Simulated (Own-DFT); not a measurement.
# Same atoms, different arrangement: In48P48, 96 atoms

These are calculations, not measurements. They come from Own-DFT, an in-house plane-wave density functional program, since retired, whose code no person has reviewed. Each row is one single-point run on a periodic cell that was not relaxed, without spin or spin-orbit coupling.

Settings of every run: PBE; PseudoDojo norm-conserving scalar-relativistic files; cutoff 36 hartree; 2 x 3 x 3 k mesh centred on Gamma; Fermi-Dirac smearing of 0.1 eV.

Known limits, some of them of some rows only: not probed for a lower state with spin; forces on such cells failed a check on a denser k mesh; forces not confirmed at this smearing and k mesh; stress not checked against mesh or cutoff.

All cells hold the same atoms in the same cell, with vectors in Å (17.606, 0.000, 0.000); (0.000, 11.737, 0.000); (0.000, 0.000, 11.737). Every atom was moved at random from its ideal site; u is the rms move along one axis. The defect's site can differ from row to row. E is the free energy of the cell above the lowest run. The arrangements:

- A: zincblende InP
- B: zincblende InP, with one In on a P site and one P on an In site, 2.5 Å apart

```
arrangement   u (Å)  E (eV)  P (GPa)
          A  0.0196   0.000     3.20
          A  0.0207   0.052     3.21
          A  0.0209   0.114     3.22
          A  0.0502   2.775     3.56
          A  0.0511   2.988     3.58
          A  0.0526   3.287     3.63
          B  0.0293   4.791     3.53
          B  0.0300   4.957     3.56
          B  0.0305   4.612     3.52
          B  0.0490   6.770     3.77
          B  0.0492   6.693     3.77
          B  0.0534   7.294     3.87
```

Question: once the cost of the random moves is taken out, how do the arrangements rank?

## Worked answer

Fit E = a + b u², with one b for all and one a for each arrangement, and with residuals divided by u², since the noise grows with the moves. Then b = 1312 eV/Å², the scatter at u = 0.04 Å is 0.17 eV, and against A:

- B: 4.10 ± 0.07 eV (higher)

These are energies of unrelaxed cells. Relaxing the atoms lowers the strained arrangements most, so the gaps would shrink and small ones could change sign.
